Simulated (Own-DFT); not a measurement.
# Response to strain: wurtzite GaN, 72 atoms (Ga36N36)

Calculated results; nothing here was measured. They come from Own-DFT, an in-house plane-wave density functional program, since retired, whose code no person has reviewed. Each row is one single-point run on a periodic cell that was not relaxed, without spin or spin-orbit coupling.

Settings of every run: PBE; PseudoDojo norm-conserving scalar-relativistic files (stringent for Ga); cutoff 96 hartree; 4 x 4 x 3 k mesh centred on Gamma; Gaussian smearing of 0.01 eV.

Known limits: forces not confirmed at this smearing and k mesh; stress not checked against mesh or cutoff.

Unstrained cell vectors in Å: (9.567, 0.000, 0.000); (-4.784, 8.285, 0.000); (0.000, 0.000, 10.370). The unstrained cell has measured lattice constants (interpolated for alloys), not those of this functional. That, the random moves and any unrelaxed bonds set the pressure at no strain. Each run strains this cell uniformly, with the atoms carried along. Every atom was also moved at random, by a Gaussian of width 0.05 Å on each axis. Strain is the symmetric tensor, in per cent. Stress is positive in tension, and the pressure is minus a third of its trace.

```
run,e_xx (%),e_yy (%),e_zz (%),s_xx (GPa),s_yy (GPa),s_zz (GPa),P (GPa),E (meV/atom)
1,0.00,0.00,-1.00,-6.26,-7.47,-13.19,8.97,8.6
2,0.00,0.00,3.00,-5.67,-4.99,4.57,2.03,13.6
3,0.00,0.00,-1.50,-9.26,-9.08,-12.95,10.43,26.2
4,0.00,0.00,2.50,-6.22,-5.90,3.67,2.82,10.1
5,0.00,0.00,1.00,-6.95,-7.11,-1.33,5.13,0.0
6,0.00,0.00,2.00,-6.52,-5.08,1.24,3.45,5.6
7,0.00,0.00,-1.75,-7.53,-8.62,-15.81,10.65,16.6
8,0.00,0.00,0.50,-5.87,-6.42,-6.01,6.10,4.4
9,0.00,0.00,1.25,?,?,?,?,?
```

E is the free energy for each atom above the lowest run shown.

## Worked fit

The change of volume is close to e_xx + e_yy + e_zz. A straight line through the runs shown gives P = 7.30 - 185 x (fractional change of volume) GPa, with an error of 6 on the slope and a scatter of 0.28 GPa. The strain isn't the same on all axes and the cell isn't cubic, so the slope belongs to this path and is not the bulk modulus.

## Withheld run

Question: what pressure should run 9 give? Its volume changes by 1.25 %.

The line gives 5.0 GPa. The calculation gave 4.71 GPa.
